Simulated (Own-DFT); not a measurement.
# How strain changes the stress of wurtzite AlN, 72 atoms (Al36N36)

Calculated results; nothing here was measured. They come from Own-DFT, an in-house plane-wave density functional program, since retired, whose code no person has reviewed. Each row is one single-point run on a periodic cell that was not relaxed, without spin or spin-orbit coupling.

Settings of every run: PBE; PseudoDojo norm-conserving scalar-relativistic files; cutoff 42 hartree; 3 x 3 x 2 k mesh centred on Gamma; Fermi-Dirac smearing of 0.1 eV.

Known limits: forces on such cells moved up to 12 meV/angstrom on a denser k mesh; stress not checked against mesh or cutoff.

Unstrained cell vectors in Å: (9.336, 0.000, 0.000); (-4.668, 8.085, 0.000); (0.000, 0.000, 9.964). The unstrained cell has measured lattice constants (interpolated for alloys), not those of this functional. That, the random moves and any unrelaxed bonds set the pressure at no strain. Each run strains this cell uniformly, with the atoms carried along. Every atom was also moved at random, by a Gaussian of width 0.05 Å on each axis. Strain is the symmetric tensor, in per cent. Stress is positive in tension, and the pressure is minus a third of its trace.

| run | e_xx (%) | e_yy (%) | e_zz (%) | s_xx (GPa) | s_yy (GPa) | s_zz (GPa) | P (GPa) | E (meV/atom) |
|---|---|---|---|---|---|---|---|---|
| 1 | 2.25 | 2.25 | 0.00 | 6.48 | 3.35 | -1.72 | -2.70 | 33.4 |
| 2 | 1.75 | 1.75 | 0.00 | 3.21 | 4.12 | -4.57 | -0.92 | 21.2 |
| 3 | -1.75 | -1.75 | 0.00 | -17.06 | -16.09 | -8.56 | 13.90 | 37.7 |
| 4 | -0.50 | -0.50 | 0.00 | -8.67 | -8.16 | -6.44 | 7.76 | 22.3 |
| 5 | 1.50 | 1.50 | 0.00 | 2.95 | 4.59 | -4.95 | -0.86 | 0.0 |
| 6 | 3.00 | 3.00 | 0.00 | 10.47 | 8.16 | -1.76 | -5.62 | 24.7 |
| 7 | -2.00 | -2.00 | 0.00 | -19.94 | -17.43 | -8.65 | 15.34 | 48.0 |
| 8 | -0.25 | -0.25 | 0.00 | -8.20 | -6.15 | -4.81 | 6.39 | 11.0 |
| 9 | 2.75 | 2.75 | 0.00 | ? | ? | ? | ? | ? |

E is the free energy for each atom above the lowest run shown.

## Worked fit

The change of volume is close to e_xx + e_yy + e_zz. A straight line through the runs shown gives P = 6.30 - 207 x (fractional change of volume) GPa, with an error of 8 on the slope and a scatter of 0.78 GPa. The strain isn't the same on all axes and the cell isn't cubic, so the slope belongs to this path and is not the bulk modulus.

## Withheld run

Question: what pressure should run 9 give? Its volume changes by 5.58 %.

The line gives -5.2 GPa. The calculation gave -4.84 GPa.
